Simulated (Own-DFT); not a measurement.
# What a defect does to the pressure of its cell: 2H SiC

Calculated, not measured: single-point runs of Own-DFT, a retired in-house plane-wave DFT program that no person has reviewed, on unrelaxed cells, without spin or spin-orbit coupling.

Method: PBE; PseudoDojo norm-conserving scalar-relativistic files; cutoff 42 hartree; 4 x 4 x 3 k mesh centred on Gamma; Fermi-Dirac smearing of 0.1 eV.

Keep in mind (not all hold for every row): not probed for a lower state with spin; forces on such cells moved up to 12 meV/angstrom on a denser k mesh; forces on such cells passed a denser k mesh, each cell not checked; stress not checked against mesh or cutoff.

All runs share one cell, with vectors in Å (9.248, 0.000, 0.000); (-4.624, 8.009, 0.000); (0.000, 0.000, 10.068) and a volume of 745.7 Å³. The atoms are randomly displaced, by u rms on each axis. The defect's site can differ from row to row.

```
                    cell     formula   u (Å)  P (GPa)
               no defect     C36Si36  0.0314     3.93
               no defect     C36Si36  0.0617     6.73
               no defect     C36Si36  0.0629     6.70
      one Si on a C site     C35Si37  0.0283    10.12
      one Si on a C site     C35Si37  0.0298    10.68
      one Si on a C site     C35Si37  0.0523    12.32
two Al on a Si site each  Al2C36Si34  0.0303     5.87
two Al on a Si site each  Al2C36Si34  0.0518     7.55
two Al on a Si site each  Al2C36Si34  0.0526     7.74
  two N on a C site each   C34N2Si36  0.0301     3.02
  two N on a C site each   C34N2Si36  0.0304        ?
  two N on a C site each   C34N2Si36  0.0467     4.11
  two N on a C site each   C34N2Si36  0.0482     3.98
           one C vacancy     C35Si36  0.0292     3.68
           one C vacancy     C35Si36  0.0314     3.69
           one C vacancy     C35Si36  0.0317     3.69
```

## What the rows give

P = P0 + c u² + a shift for each defect gives P0 = 3.00 GPa, c = 955 ± 48 GPa/Å² and a scatter of 0.16 GPa. The shifts, and each times the cell's volume:

- one Si on a C site: 6.63 ± 0.15 GPa, 30.8 eV
- two Al on a Si site each: 2.03 ± 0.14 GPa, 9.4 eV (4.7 eV for each of its 2 sites)
- one C vacancy: -0.22 ± 0.16 GPa, -1.0 eV (not resolved)
- two N on a C site each: -1.02 ± 0.14 GPa, -4.7 eV (-2.4 eV for each of its 2 sites)

Against the defect-free cell, a freed cell would be larger where the shift is positive and smaller where it is negative (160.2 GPa Å³ is 1 eV). The atoms around the defects weren't relaxed, which would change these numbers.

## Test on the hidden row

Q: what pressure belongs in the blank (two N on a C site each, u = 0.0304 Å)?

Estimate: 2.87 ± 0.19 GPa. Computed: 3.00 GPa.
